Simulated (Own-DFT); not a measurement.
# Shaking the atoms of beta-Si3N4, 112 atoms (N64Si48)

Calculated results; nothing here was measured. They come from Own-DFT, an in-house plane-wave density functional program, since retired, whose code no person has reviewed. Each row is one single-point run on a periodic cell that was not relaxed, without spin or spin-orbit coupling.

Settings of every run: PBEsol; PseudoDojo norm-conserving scalar-relativistic files, made for PBE; cutoff 42 hartree; 2 x 2 x 4 k mesh centred on Gamma; Fermi-Dirac smearing of 0.1 eV.

Known limits, some of them of some rows only: some atoms lie very close together; forces on such cells moved up to 12 meV/angstrom on a denser k mesh; stress not checked against mesh or cutoff.

Cell vectors in Å: (15.212, 0.000, 0.000); (-7.606, 13.174, 0.000); (0.000, 0.000, 5.818). In each run every atom was moved at random and independently from its ideal site; u is the rms move along one axis. E is the free energy for each atom above the fitted value at u = 0, and F the rms of the force components.

| run | u (Å) | E (meV/atom) | F (eV/Å) | largest force (eV/Å) | P (GPa) |
|---|---|---|---|---|---|
| 1 | 0.0197 | 20.4 | 0.865 | 3.22 | 3.14 |
| 2 | 0.0217 | 21.8 | 0.880 | 3.29 | 3.05 |
| 3 | 0.0220 | ? | ? | ? | ? |
| 4 | 0.0488 | 126.3 | 2.187 | 10.26 | 6.02 |
| 5 | 0.0532 | 139.5 | 2.194 | 10.89 | 6.01 |
| 6 | 0.0535 | 135.6 | 2.299 | 11.24 | 6.12 |
| 7 | 0.0991 | 445.2 | 4.649 | 24.09 | 14.66 |
| 8 | 0.1007 | 546.6 | 5.810 | 35.36 | 17.70 |
| 9 | 0.1549 | 963.1 | 6.925 | 37.38 | 25.85 |

## Worked fit

For small independent moves the energy grows as E = (3/2) K u², with K the mean stiffness felt by one atom. The runs with u up to 0.11 Å give K = 33.1 ± 1.2 eV/Å², with residuals divided by u² + 0.0006 Å², since the noise grows with the moves. The scatter is 9.5 meV/atom at u = 0.05 Å. The forces follow F = G u with G = 45.8 eV/Å²; no force at u = 0 is resolved. G exceeds K because the moves of its neighbours add to the force on an atom, and stiffness differs between atoms. At u = 0.155 Å the parabola gives 1193 meV/atom and the run 963. The pressure follows P = 2.42 + 1378 u² GPa: at fixed volume, shortened bonds push harder than stretched ones pull.

## Withheld run

Question: what energy and rms force should run 3 give?

The fit gives 24 ± 3 meV/atom and about 1.01 eV/Å. The calculation gave 26.0 meV/atom and 0.966 eV/Å.
